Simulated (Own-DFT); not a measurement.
## Calculated data, GaP (zincblende, strongly disordered by large displacements)

A calculation, not a measurement: plane-wave PBE density functional theory by an unreviewed code, no spin, of a simulated periodic cell, stress positive in tension, free energy of the whole cell less one offset for each atom, forces on such cells passed a denser k mesh, this cell's mesh not checked; broken bonds can close the gap or carry spin, so checks made on this kind of crystal may not hold here; offsets are fitted by least squares, one for each functional and potential file, so energies compare only between cells with the same atoms and settings and are not formation energies; the far tail of each file's local potential was reset to the Coulomb form; each entry is a single point on an unrelaxed cell, so the pressure reflects the starting lattice, mostly measured values (interpolated for alloys), from which strain is counted, and rises with the displacements; printed positions are rounded, which can move forces by about a meV/angstrom; the program, named Own-DFT, is a retired in-house code; no spin-orbit coupling. Program: Own-DFT development build.

Settings shared by all entries: functional PBE; potential files PseudoDojo norm-conserving, scalar-relativistic, standard set; wave cutoff 42 hartree; occupations Fermi-Dirac; smearing width 0.1 eV; hardware one NVIDIA H100; k mesh 3 x 3 x 3 centred on Gamma.

(1) GaP (zincblende, strongly disordered by large displacements)

```
CELL_PARAMETERS angstrom
10.90100 0.00000 0.00000
0.00000 10.90100 0.00000
0.00000 0.00000 10.90100
ATOMIC_POSITIONS crystal
Ga 0.00180 0.98514 0.00491
Ga 0.03357 0.24062 0.27331
Ga 0.26441 0.99244 0.26048
Ga 0.28455 0.24086 0.98794
P 0.11689 0.11275 0.10969
P 0.12991 0.38102 0.39197
P 0.40598 0.11918 0.39697
P 0.38554 0.35783 0.09257
Ga 0.01594 0.99590 0.49442
Ga 0.01033 0.26998 0.74783
Ga 0.26551 0.99691 0.76460
Ga 0.24168 0.23701 0.48273
P 0.11459 0.10806 0.64572
P 0.13107 0.37947 0.88981
P 0.37116 0.11394 0.86363
P 0.36363 0.35277 0.60348
Ga 0.02158 0.48533 0.01652
Ga 0.04156 0.76231 0.25063
Ga 0.25374 0.49881 0.26160
Ga 0.27386 0.75887 0.00745
P 0.14935 0.62473 0.10366
P 0.12758 0.87192 0.36618
P 0.38559 0.60255 0.40159
P 0.36548 0.87025 0.15616
Ga 0.99806 0.50017 0.53698
Ga 0.98529 0.74928 0.74096
Ga 0.26765 0.49939 0.72910
Ga 0.24666 0.72211 0.49845
P 0.14370 0.64037 0.64410
P 0.11633 0.85453 0.88970
P 0.34124 0.64392 0.88349
P 0.35183 0.88342 0.62921
Ga 0.52125 0.01621 0.99466
Ga 0.50882 0.21247 0.25194
Ga 0.75480 0.99540 0.24386
Ga 0.73815 0.22803 0.99842
P 0.62547 0.12447 0.13549
P 0.62298 0.38262 0.41154
P 0.88431 0.11271 0.36128
P 0.88054 0.38409 0.08265
Ga 0.48425 0.99488 0.50385
Ga 0.51157 0.26428 0.74345
Ga 0.75727 0.01108 0.76920
Ga 0.73291 0.23015 0.49740
P 0.58463 0.10735 0.60581
P 0.59352 0.37203 0.87573
P 0.85380 0.14660 0.88389
P 0.86970 0.35944 0.63047
Ga 0.47535 0.50051 0.99741
Ga 0.48797 0.73881 0.24232
Ga 0.73451 0.51727 0.24430
Ga 0.76153 0.73185 0.99116
P 0.61775 0.63576 0.13402
P 0.61603 0.86248 0.36049
P 0.86036 0.59654 0.34919
P 0.89307 0.86603 0.10196
Ga 0.49961 0.49343 0.49221
Ga 0.48282 0.79169 0.71756
Ga 0.72836 0.50583 0.76293
Ga 0.70654 0.75754 0.47845
P 0.63182 0.62057 0.62591
P 0.64248 0.86307 0.88634
P 0.86910 0.64734 0.87541
P 0.85420 0.88069 0.63268
```

- free energy of cell above offsets: -3.215 eV
- pressure: 9.9 GPa
- stress xx: -9.49 GPa
- stress yy: -10.15 GPa
- stress zz: -10.07 GPa
- stress yz: -2.34 GPa
- stress xz: -0.29 GPa
- stress xy: 1.37 GPa
- wall time: 545.3 s

Force:
```tsv
element	x (eV/Å)	y (eV/Å)	z (eV/Å)
Ga	0.551	2.353	-2.688
Ga	-1.391	-0.177	-2.269
Ga	-1.954	3.291	1.035
Ga	-4.961	-1.432	-0.914
P	2.808	1.776	2.009
P	-0.748	0.678	-0.487
P	-5.495	2.916	-4.088
P	0.732	0.486	6.515
Ga	-2.09	-0.396	1.128
Ga	-0.036	-0.929	1.46
Ga	-5.018	-1.903	-0.449
Ga	0.046	-1.579	1.392
P	1.152	0.822	-0.924
P	2.166	-1.302	-2.802
P	4.446	1.983	1.443
P	1.346	1.578	1.759
Ga	0.859	3.172	-1.252
Ga	-4.572	-4.863	-4.829
Ga	0.18	-0.235	-1.476
Ga	-2.608	3.518	2.557
P	-0.692	-0.231	3.268
P	3.304	2.369	4.878
P	-3.022	3.937	-4.629
P	2.167	-0.417	-3.621
Ga	-0.411	0.506	-1.538
Ga	0.371	1.299	0.106
Ga	-0.461	-1.088	1.858
Ga	0.355	2.445	-1.284
P	-3.056	-1.371	0.168
P	1.102	1.116	-1.39
P	4.647	-3.946	-4.862
P	-2.551	0.595	-4.769
Ga	-1.057	-2.04	-0.697
Ga	-1.849	4.684	1.716
Ga	0.861	-1.612	-0.646
Ga	-2.211	4.463	2.474
P	2.473	-1.739	-1.564
P	2.959	-2.877	-5.193
P	-0.412	0.933	1.403
P	-4.263	-2.59	3.796
Ga	0.068	-7.442	-0.352
Ga	-2.854	-2.751	-2.959
Ga	-1.296	-0.898	-1.023
Ga	1.227	-0.631	0.254
P	5.747	3.848	4.998
P	3.123	1.768	2.08
P	5.185	-2.49	-3.34
P	-1.378	0.862	0.027
Ga	1.228	3.255	-1.169
Ga	-0.435	-0.226	2.176
Ga	-1.942	-4.556	-2.087
Ga	-3.333	2.856	4.826
P	-0.185	-1.266	-3.258
P	-2.784	4.289	-2.518
P	5.268	4.356	4.788
P	-3.05	-2.078	3.984
Ga	0.562	-0.883	5.841
Ga	5.093	-4.644	4.458
Ga	1.859	-0.862	0.788
Ga	4.902	-3.862	3.974
P	-2.669	1.483	-1.076
P	-2.423	1.864	-1.311
P	3.487	-5.974	-3.552
P	0.934	-0.21	-2.144
```

(2) GaP (zincblende, strongly disordered by large displacements)

```
CELL_PARAMETERS angstrom
10.90100 0.00000 0.00000
0.00000 10.90100 0.00000
0.00000 0.00000 10.90100
ATOMIC_POSITIONS crystal
Ga 0.04209 0.94319 0.05066
Ga 0.05669 0.24406 0.24586
Ga 0.19082 0.95877 0.22499
Ga 0.26091 0.27206 0.98338
P 0.12938 0.11964 0.11547
P 0.15400 0.40105 0.38996
P 0.39244 0.06191 0.35172
P 0.39812 0.37625 0.10632
Ga 0.99550 0.03376 0.46743
Ga 0.98628 0.19151 0.77720
Ga 0.22964 0.01645 0.72249
Ga 0.29652 0.30233 0.46768
P 0.18508 0.13029 0.60599
P 0.14075 0.33462 0.87793
P 0.36474 0.03171 0.84290
P 0.32413 0.42592 0.58320
Ga 0.05795 0.50744 0.97048
Ga 0.01832 0.76956 0.23527
Ga 0.27408 0.44889 0.25140
Ga 0.31089 0.72967 0.96406
P 0.13625 0.61340 0.13219
P 0.12103 0.90583 0.41832
P 0.36827 0.63722 0.35492
P 0.36461 0.87690 0.17212
Ga 0.99437 0.48186 0.47246
Ga 0.05093 0.75840 0.73126
Ga 0.24261 0.48740 0.72054
Ga 0.21896 0.72497 0.50175
P 0.11704 0.61296 0.60494
P 0.16859 0.87906 0.85908
P 0.44193 0.63822 0.89246
P 0.34345 0.86121 0.59217
Ga 0.48951 0.99184 0.99010
Ga 0.53695 0.28194 0.21890
Ga 0.76034 0.99728 0.27045
Ga 0.74905 0.22913 0.99918
P 0.64595 0.11405 0.10931
P 0.61956 0.36237 0.38269
P 0.89979 0.12983 0.36258
P 0.86544 0.35853 0.14121
Ga 0.51392 0.99370 0.51493
Ga 0.53430 0.23821 0.72189
Ga 0.72939 0.00116 0.72910
Ga 0.76178 0.26496 0.54237
P 0.58904 0.11544 0.60936
P 0.66623 0.35880 0.86128
P 0.86622 0.10017 0.88050
P 0.91742 0.40965 0.62786
Ga 0.47684 0.50966 0.03021
Ga 0.47773 0.73742 0.26914
Ga 0.77342 0.51465 0.25113
Ga 0.75391 0.71116 0.96113
P 0.57608 0.61915 0.11708
P 0.61604 0.91371 0.40438
P 0.80027 0.63949 0.36548
P 0.88857 0.84578 0.14133
Ga 0.47414 0.52747 0.48130
Ga 0.48067 0.73593 0.75706
Ga 0.73291 0.49584 0.77232
Ga 0.70983 0.76609 0.44583
P 0.64041 0.54264 0.57000
P 0.63221 0.89875 0.90727
P 0.86143 0.57657 0.86632
P 0.80257 0.87144 0.59055
```

* free energy of cell above offsets: 39.941 eV
* pressure: 19.71 GPa
* stress xx: -17.87 GPa
* stress yy: -20.5 GPa
* stress zz: -20.75 GPa
* stress yz: 0.72 GPa
* stress xz: 0.21 GPa
* stress xy: 1.5 GPa
* wall time: 600.7 s

Force:
```tsv
element	x (eV/Å)	y (eV/Å)	z (eV/Å)
Ga	-0.256	0.106	-2.805
Ga	-2.632	2.445	1.61
Ga	0.553	-0.007	1.831
Ga	6.404	-5.227	5.631
P	1.724	0.858	-2.211
P	-4.007	-1.503	-1.612
P	-0.577	1.955	-1.03
P	-4.943	-7.463	2.483
Ga	2.579	-2.961	7.824
Ga	4.282	3.321	-3.806
Ga	-0.448	-6.848	2.351
Ga	1.173	-10.89	-4.428
P	-5.282	7.696	-7.568
P	-6.512	4.253	-6.949
P	4.155	3.313	3.33
P	7.158	2.362	0.568
Ga	-1.726	-0.134	0.574
Ga	5.16	-3.684	4.816
Ga	0.884	3.398	-2.261
Ga	-7.288	4.941	4.567
P	1.226	0.135	-0.225
P	2.485	-4.52	-1.972
P	-7.593	-5.465	4.084
P	1.833	0.659	-2.807
Ga	-1.017	2.868	-2.056
Ga	-2.326	0.592	0.822
Ga	-4.202	2.7	8.684
Ga	3.215	2.95	-3.964
P	-3.249	-3.145	2.172
P	-1.272	-1.646	2.369
P	1.793	-8.187	1.024
P	2.264	0.012	2.083
Ga	-1.664	1.025	4.082
Ga	0.998	-3.106	0.288
Ga	0.197	0.185	-1.523
Ga	2.517	2.4	-0.859
P	-3.18	-1.813	2.645
P	0.536	1.401	0.98
P	-5.738	6.465	-4.649
P	1.461	0.242	-0.358
Ga	-11.34	-2.18	1.035
Ga	-3.02	5.953	6.152
Ga	-0.169	0.042	1.896
Ga	0.255	0.234	-1.338
P	7.184	2.348	0.812
P	-5.156	-5.687	2.769
P	-2.344	-3.433	1.693
P	-2.44	-3.373	3.422
Ga	-0.106	-1.132	-6.903
Ga	6.537	5.732	-4.822
Ga	-2.836	-7.251	-6.366
Ga	-1.726	2.512	2.234
P	8.266	6.597	5.333
P	2.603	-1.151	-9.33
P	7.39	0.827	2.367
P	-7.516	2.717	-3.966
Ga	-0.857	-1.404	-0.465
Ga	2.729	6.413	-8.57
Ga	-1.922	2.476	-8.022
Ga	-0.86	-1.217	4.874
P	3.144	1.361	2.633
P	3.242	-3.464	-3.102
P	6.993	3.137	2.797
P	3.265	0.261	1.128
```

(3) GaP (zincblende, strongly disordered by large displacements)

```
CELL_PARAMETERS angstrom
10.90100 0.00000 0.00000
0.00000 10.90100 0.00000
0.00000 0.00000 10.90100
ATOMIC_POSITIONS crystal
Ga 0.97496 0.99925 0.98674
Ga 0.96871 0.26162 0.23200
Ga 0.25843 0.99719 0.27045
Ga 0.25096 0.25004 0.98346
P 0.10424 0.14022 0.14723
P 0.10538 0.36857 0.33609
P 0.39814 0.14275 0.38960
P 0.34362 0.38395 0.16036
Ga 0.93492 0.01067 0.51098
Ga 0.01182 0.22320 0.75907
Ga 0.29331 0.02280 0.73583
Ga 0.27087 0.20114 0.49934
P 0.16391 0.06170 0.58972
P 0.12175 0.39283 0.89391
P 0.36115 0.14902 0.86510
P 0.36663 0.35552 0.61004
Ga 0.99335 0.49759 0.95065
Ga 0.97689 0.72592 0.27220
Ga 0.27410 0.54277 0.19581
Ga 0.29991 0.70485 0.99617
P 0.15835 0.66524 0.14730
P 0.18525 0.85557 0.34727
P 0.34835 0.67684 0.38979
P 0.30660 0.85988 0.15597
Ga 0.01279 0.55705 0.51692
Ga 0.96581 0.75538 0.74793
Ga 0.23357 0.46353 0.77927
Ga 0.23059 0.70951 0.51777
P 0.15377 0.59084 0.61881
P 0.10721 0.86073 0.88440
P 0.34530 0.59843 0.86228
P 0.32665 0.85190 0.70422
Ga 0.49542 0.97309 0.01748
Ga 0.48847 0.25289 0.20082
Ga 0.75504 0.06682 0.17864
Ga 0.75466 0.27592 0.00285
P 0.64460 0.16831 0.09016
P 0.59339 0.36265 0.39669
P 0.91142 0.14463 0.35245
P 0.85428 0.34491 0.12842
Ga 0.53544 0.00501 0.49275
Ga 0.48856 0.23843 0.78094
Ga 0.69470 0.98932 0.71446
Ga 0.76553 0.21619 0.43761
P 0.57122 0.12349 0.62576
P 0.62584 0.38163 0.87250
P 0.88842 0.13758 0.91827
P 0.91458 0.39855 0.61052
Ga 0.49444 0.51873 0.98012
Ga 0.53428 0.73258 0.16899
Ga 0.71794 0.42810 0.28937
Ga 0.76094 0.72705 0.00720
P 0.61310 0.60489 0.07752
P 0.63359 0.90146 0.36180
P 0.84997 0.61670 0.48165
P 0.84340 0.84182 0.11370
Ga 0.52442 0.45338 0.52800
Ga 0.51372 0.67216 0.76528
Ga 0.74181 0.44946 0.75733
Ga 0.80439 0.79377 0.50702
P 0.62054 0.60771 0.55901
P 0.64279 0.82899 0.88741
P 0.89287 0.63974 0.91890
P 0.84012 0.89322 0.68398
```

* free energy of cell above offsets: 48.113 eV
* pressure: 22.17 GPa
* stress xx: -23.15 GPa
* stress yy: -24.5 GPa
* stress zz: -18.84 GPa
* stress yz: -0.78 GPa
* stress xz: 4.02 GPa
* stress xy: 2.62 GPa
* wall time: 685.3 s

Force:
```tsv
element	x (eV/Å)	y (eV/Å)	z (eV/Å)
Ga	4.011	-5.883	3.714
Ga	6.868	1.984	-0.402
Ga	1.894	11.13	-0.258
Ga	-2.549	1.469	4.183
P	2.475	-2.461	-2.058
P	1.801	1.529	1.794
P	4.751	-3.149	-6.326
P	1.953	-5.61	-3.285
Ga	1.484	-0.882	0.736
Ga	0.083	0.63	-1.161
Ga	-1.815	3.648	0.852
Ga	-4.834	4.237	2.562
P	-3.947	0.007	-0.154
P	-0.162	-8.484	2.202
P	-1.984	-3.986	4.338
P	-0.98	0.175	2.462
Ga	-1.909	-0.725	4.682
Ga	-0.098	0.559	0.141
Ga	1.616	0.589	4.998
Ga	-2.99	5.682	4.659
P	-5.735	4.085	-2.652
P	-3.739	-6.902	4.114
P	5.18	-0.962	-5.837
P	3.032	-3.679	-3.944
Ga	1.534	-4.208	-3.061
Ga	2.787	-1.648	1.473
Ga	4.175	1.376	-7.718
Ga	0.288	7.483	0.997
P	0.668	-3.306	9.304
P	0.894	-0.159	-0.541
P	3.118	-2.34	-4.473
P	2.08	-7.639	-1.607
Ga	-0.245	-0.22	0.09
Ga	0.445	-0.564	2.239
Ga	5.748	-7.227	5.746
Ga	-0.127	1.256	-9.422
P	-11.42	-1.399	-0.595
P	-0.787	-7.945	-3.622
P	0.108	-7.29	1.856
P	-0.018	9.601	1.576
Ga	-2.875	-2.3	-3.095
Ga	4.507	4.593	-3.977
Ga	-5.078	2.854	3.134
Ga	-4.459	2.654	3.835
P	2.348	3.446	3.531
P	-5.142	-2.945	3.817
P	-3.685	5.036	-4.403
P	-2.029	-2.941	1.561
Ga	-4.886	-5.176	-2.921
Ga	-4.604	7.23	5.387
Ga	5.596	3.42	-4.984
Ga	-5.172	-1.941	-1.015
P	7.81	-3.12	2.322
P	2.131	-1.878	-1.773
P	-5.772	-2.239	-3.874
P	4.229	6.705	5.859
Ga	-5.33	1.636	5.295
Ga	1.23	2.113	-1.73
Ga	6.098	3.513	-6.284
Ga	-2.312	4.668	-1.571
P	1.606	4.147	3.021
P	-2.807	1.857	-2.861
P	0.449	1.258	-5.257
P	4.491	-1.358	-1.62
```
